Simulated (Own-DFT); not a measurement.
# A pressure from energies alone: corundum Al2O3, 78 atoms (Al32O46), with two O vacancies

Calculated, not measured. Each geometry was run twice at fixed positions with Own-DFT, a retired in-house plane-wave program that no person has reviewed: with PBE, and with HSE06 (exact exchange share 0.25 at short range, screening 0.11 per bohr, Gygi-Baldereschi treatment of its divergence). Both used PseudoDojo norm-conserving files made for PBE, a cutoff of 48 hartree, the Gamma point alone, fixed occupations, a neutral cell and no spin. The unstrained cell is 7.9 Å across at its thinnest, so Gamma alone is coarse and defects feel their images. The oxygen file's force components were 24 meV/Å off all-electron values in a glass.

Unstrained cell vectors in Å: (5.494, 0.000, 8.660); (-2.747, 4.758, 8.660); (-2.747, -4.758, 8.660), volume V0 = 679.1 Å³, from measured lattice constants. Each geometry has its own random strain of a few per cent, its own defect sites and random moves of rms u per axis. HSE06 gave the energy alone. D is its energy less that of PBE, over the lowest D shown. The PBE stress wasn't checked against mesh or cutoff.

```
run  V - V0 (Å³)   u (Å)  P with PBE (GPa)  D (eV)
  1         12.1  0.0300              2.28   1.398
  2        -11.1  0.0299             12.27   0.373
  3         26.3  0.0463              0.06   2.017
  4         -5.1  0.0303              9.57   0.610
  5        -11.5  0.0307             11.84   0.452
  6         -6.9  0.0511             12.36   0.787
  7         -5.5  0.0270              8.71   0.617
  8          7.7  0.0297              4.30   1.208
  9         17.8  0.0317              1.24   1.542
 10        -24.3  0.0487             18.95   0.000
 11         24.4  0.0284             -1.21   1.797
 12        -11.9  0.0289             12.09   0.340
 13        -11.4  0.0315             11.85       ?
```

## Fit

D = 0.76 + 0.0402 (V - V0) + 102 u² eV, with an error of 0.0008 on the volume slope, 20 on the last term and a scatter of 0.04 eV. Pressure is -dE/dV, and 1 eV/Å³ is 160.2 GPa, so HSE06 changes the pressure by -6.4 ± 0.1 GPa. With the ions held to the strained lattice, the PBE pressure falls by 251 ± 6 GPa per unit of volume strain; the shape of the strain isn't fitted, so the true error is larger, and a relaxed crystal would be softer. On that slope HSE06's volume at a given pressure is about 2.6 % smaller, or 0.9 % in lengths. At u = 0 and V0 the PBE pressure is 6.1 GPa, which puts the zero-pressure volume, against the measured cell and with the defects in, at +2.4 % for PBE and -0.1 % for HSE06, each good to a few tenths of a per cent.

## Test on the hidden row

Q: what D should run 13 give?

The fit gives 0.40 eV, with rows scattering by 0.04. The hidden result is 0.452 eV.
